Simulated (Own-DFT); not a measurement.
Si3Ge (diamond-structure random alloy, atoms displaced) (calculated)

Computed with Own-DFT development build. A calculation, not a measurement: plane-wave PBE density functional theory by an unreviewed code, no spin, of a simulated periodic cell, stress positive in tension, free energy of the whole cell less one offset for each atom, forces on such cells passed a denser k mesh, this cell's mesh not checked; offsets are fitted by least squares, one for each functional and potential file, so energies compare only between cells with the same atoms and settings and are not formation energies; the far tail of each file's local potential was reset to the Coulomb form; each entry is a single point on an unrelaxed cell, so the pressure reflects the starting lattice, mostly measured values, from which strain is counted, and rises with the displacements; printed positions are rounded, which can move forces by about a meV/angstrom; the program is a retired in-house code; no spin-orbit coupling.

Entry: Si3Ge (diamond-structure random alloy, atoms displaced)

```
Si3Ge
1.0
     10.9755     0.0000     0.0000
      0.0000    10.9755     0.0000
      0.0000     0.0000    10.9755
Si Ge Si Ge Si Ge Si Ge Si Ge Si Ge Si Ge Si Ge Si Ge Si Ge Si Ge Si Ge Si
8 1 2 1 2 1 1 1 1 1 10 1 7 1 3 1 3 2 2 2 1 2 4 2 4
Direct
  0.00068 0.99706 0.99531
  0.00954 0.24951 0.24983
  0.25094 0.99954 0.24040
  0.26029 0.25433 0.99844
  0.12647 0.12805 0.12085
  0.12219 0.37264 0.37751
  0.37360 0.12021 0.37765
  0.37984 0.37355 0.12125
  0.00138 0.99820 0.49529
  0.99908 0.25634 0.74794
  0.24983 0.00395 0.74186
  0.25267 0.24692 0.49292
  0.12784 0.13077 0.62322
  0.12731 0.38368 0.87954
  0.36962 0.11936 0.87058
  0.37573 0.38070 0.62414
  0.99228 0.51056 0.01080
  0.00009 0.74711 0.25541
  0.23368 0.49184 0.25574
  0.25011 0.74253 0.00523
  0.13383 0.62187 0.12343
  0.11948 0.87765 0.37460
  0.38235 0.61262 0.37514
  0.37140 0.86799 0.11723
  0.00351 0.50270 0.49797
  0.99996 0.74441 0.73936
  0.25016 0.49629 0.75193
  0.24709 0.75887 0.50810
  0.12803 0.63185 0.62905
  0.11733 0.87637 0.87230
  0.36763 0.62208 0.88165
  0.37980 0.86775 0.62799
  0.50205 0.00030 0.00395
  0.50085 0.25500 0.24748
  0.74315 0.01301 0.25376
  0.75031 0.24974 0.00440
  0.61460 0.12214 0.11384
  0.63425 0.37669 0.37636
  0.87493 0.12721 0.36606
  0.86790 0.37468 0.12489
  0.50325 0.98874 0.50447
  0.50383 0.25125 0.75728
  0.74728 0.00644 0.75857
  0.74914 0.25074 0.49883
  0.61930 0.12976 0.62183
  0.62824 0.37150 0.87201
  0.88090 0.12955 0.87537
  0.87393 0.36949 0.62370
  0.50555 0.51045 0.99239
  0.49532 0.74295 0.25461
  0.74784 0.49112 0.25201
  0.75218 0.75728 0.00467
  0.62068 0.62186 0.12594
  0.62908 0.88142 0.38657
  0.87115 0.62140 0.37588
  0.86929 0.86502 0.12266
  0.49357 0.49941 0.50192
  0.49477 0.74055 0.75012
  0.74235 0.49287 0.74665
  0.74944 0.74162 0.49193
  0.62412 0.62288 0.62322
  0.61935 0.87023 0.86570
  0.86679 0.62729 0.87416
  0.87172 0.87940 0.62984
```

* functional: PBE
* potential files: PseudoDojo norm-conserving, scalar-relativistic, standard set
* wave cutoff: 42 hartree
* occupations: Fermi-Dirac
* smearing width: 0.1 eV
* k mesh: 3 x 3 x 3 centred on Gamma
* free energy of cell above offsets: -2.360 eV
* pressure: 2.92 GPa
* stress xx: -2.89 GPa
* stress yy: -2.91 GPa
* stress zz: -2.95 GPa
* stress yz: -0.23 GPa
* stress xz: 0.09 GPa
* stress xy: -0.47 GPa

Force:
| element | x (eV/Å) | y (eV/Å) | z (eV/Å) |
| --- | --- | --- | --- |
| Si | -0.645 | 0.361 | 1.641 |
| Si | -1.358 | 0.173 | -0.535 |
| Si | -0.249 | -0.223 | 0.691 |
| Si | -1.301 | -0.248 | -0.131 |
| Si | 0.362 | -0.229 | -0.476 |
| Si | -0.887 | -0.538 | 0.704 |
| Si | 1.197 | -0.703 | -1.208 |
| Si | 0.013 | 1.151 | 0.241 |
| Ge | -0.898 | 0.932 | 0.896 |
| Si | 1.135 | 0.004 | 0.274 |
| Si | -0.24 | -1.115 | -0.112 |
| Ge | 0.033 | 0.777 | 0.98 |
| Si | -0.734 | -0.206 | 0.105 |
| Si | -0.652 | -0.807 | 0.18 |
| Ge | 0.573 | 0.165 | 0.829 |
| Si | -0.238 | -0.964 | 0.439 |
| Ge | 0.114 | -0.612 | -1.198 |
| Si | -0.023 | -0.239 | -0.796 |
| Ge | 2.584 | 0.511 | -0.957 |
| Si | -0.43 | 1.011 | -1.158 |
| Si | -1.437 | 0.753 | 1.27 |
| Si | 1.412 | -0.537 | -0.761 |
| Si | -2.431 | 0.982 | 0.343 |
| Si | 0.641 | 0.649 | 0.947 |
| Si | -0.42 | -0.142 | 0.826 |
| Si | -1.39 | 0.754 | 1.39 |
| Si | -0.143 | 0.795 | -0.309 |
| Si | 0.446 | -0.965 | -1.444 |
| Si | 0.47 | -1.384 | -0.765 |
| Ge | 1.236 | -0.953 | -0.641 |
| Si | 0.448 | 0.005 | -1.004 |
| Si | -0.502 | 0.848 | 0.206 |
| Si | -1.239 | -1.851 | -1.813 |
| Si | -0.071 | -1.015 | 0.335 |
| Si | 0.146 | -1.243 | -1.453 |
| Si | -0.193 | -0.394 | -0.291 |
| Si | 1.376 | 1.415 | 1.966 |
| Ge | -2.408 | -0.919 | 1.037 |
| Si | 0.34 | 0.598 | 0.815 |
| Si | 1.361 | -0.828 | 0.527 |
| Si | -1.344 | 1.829 | 0.797 |
| Ge | -1.369 | -0.449 | -1.586 |
| Si | -0.403 | -0.328 | -1.216 |
| Si | 0.713 | -1.018 | 0.175 |
| Si | 0.764 | -0.793 | 0.176 |
| Ge | -0.113 | 0.388 | 1.968 |
| Ge | -0.378 | -0.022 | 0.244 |
| Si | 0.356 | 0.826 | -0.578 |
| Si | -0.889 | -1.671 | 0.306 |
| Ge | 0.134 | 1.368 | -0.121 |
| Ge | 1.003 | 1.741 | -0.892 |
| Si | -1.692 | -1.357 | -1.776 |
| Ge | 1.142 | 0.705 | -0.169 |
| Ge | 0.012 | -0.625 | -2.136 |
| Si | 1.301 | -0.593 | -0.847 |
| Si | 1.408 | 2.334 | 1.693 |
| Si | 1.51 | -0.219 | 0.235 |
| Si | 0.169 | -0.114 | 0.267 |
| Ge | 1.454 | 1.038 | -0.492 |
| Ge | 0.371 | 0.829 | 1.949 |
| Si | -0.805 | -0.074 | -0.184 |
| Si | 0.379 | 0.492 | 1.265 |
| Si | 0.386 | 0.362 | -0.315 |
| Si | -0.106 | -0.42 | -0.348 |
